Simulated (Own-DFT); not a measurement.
# How strain changes the stress of diamond-structure SiGeSn with randomly placed atoms, 64 atoms (Ge44Si16Sn4)

These are calculations, not measurements. The program, named Own-DFT, is a retired in-house plane-wave density functional code that no person has reviewed. Each row is one single-point run on a periodic cell that was not relaxed, without spin or spin-orbit coupling.

Settings of every run: PBE; PseudoDojo norm-conserving scalar-relativistic files; cutoff 49 hartree; 3 x 3 x 3 k mesh centred on Gamma; Fermi-Dirac smearing of 0.1 eV.

Known limits: forces on such cells moved up to 12 meV/angstrom on a denser k mesh; stress not checked against mesh or cutoff.

Unstrained cell vectors in Å: (11.306, 0.000, 0.000); (0.000, 11.306, 0.000); (0.000, 0.000, 11.306). The unstrained cell has measured lattice constants (interpolated for alloys), not those of this functional. That, the random moves and any unrelaxed bonds set the pressure at no strain. Each run strains this cell uniformly, with the atoms carried along. Every atom was also moved at random, by a Gaussian of width 0.05 Å on each axis. The random placing of the alloy's atoms differs from row to row. Strain is the symmetric tensor, in per cent. Stress is positive in tension, and the pressure is minus a third of its trace.

| run | e_xx (%) | e_yy (%) | e_zz (%) | s_xx (GPa) | s_yy (GPa) | s_zz (GPa) | P (GPa) | E (meV/atom) |
|---|---|---|---|---|---|---|---|---|
| 1 | -2.75 | -2.75 | 0.00 | -10.07 | -9.80 | -8.07 | 9.31 | 61.8 |
| 2 | 2.25 | 2.25 | 0.00 | -0.50 | -0.61 | -2.02 | 1.04 | 0.0 |
| 3 | -2.50 | -2.50 | 0.00 | -9.39 | -9.43 | -7.46 | 8.76 | 52.0 |
| 4 | 1.50 | 1.50 | 0.00 | -1.95 | -1.90 | -2.91 | 2.25 | 9.8 |
| 5 | -1.50 | -1.50 | 0.00 | -7.03 | -6.97 | -5.89 | 6.63 | 20.1 |
| 6 | -0.50 | -0.50 | 0.00 | -5.33 | -5.21 | -5.08 | 5.21 | 28.5 |
| 7 | -2.25 | -2.25 | 0.00 | -8.82 | -8.94 | -7.25 | 8.34 | 53.4 |
| 8 | 2.75 | 2.75 | 0.00 | -0.04 | -0.02 | -1.51 | 0.53 | 6.3 |
| 9 | -1.25 | -1.25 | 0.00 | ? | ? | ? | ? | ? |

E is the free energy for each atom above the lowest run shown.

## Worked fit

The change of volume is close to e_xx + e_yy + e_zz. A straight line through the runs shown gives P = 4.70 - 80 x (fractional change of volume) GPa, with an error of 2 on the slope and a scatter of 0.28 GPa. The strain isn't the same on all axes, but the crystal is cubic, so the slope still estimates the bulk modulus, averaged over pressures from 0.5 to 9.3 GPa.

## Withheld run

Question: what pressure should run 9 give? Its volume changes by -2.48 %.

The line gives 6.7 GPa. The calculation gave 6.48 GPa.
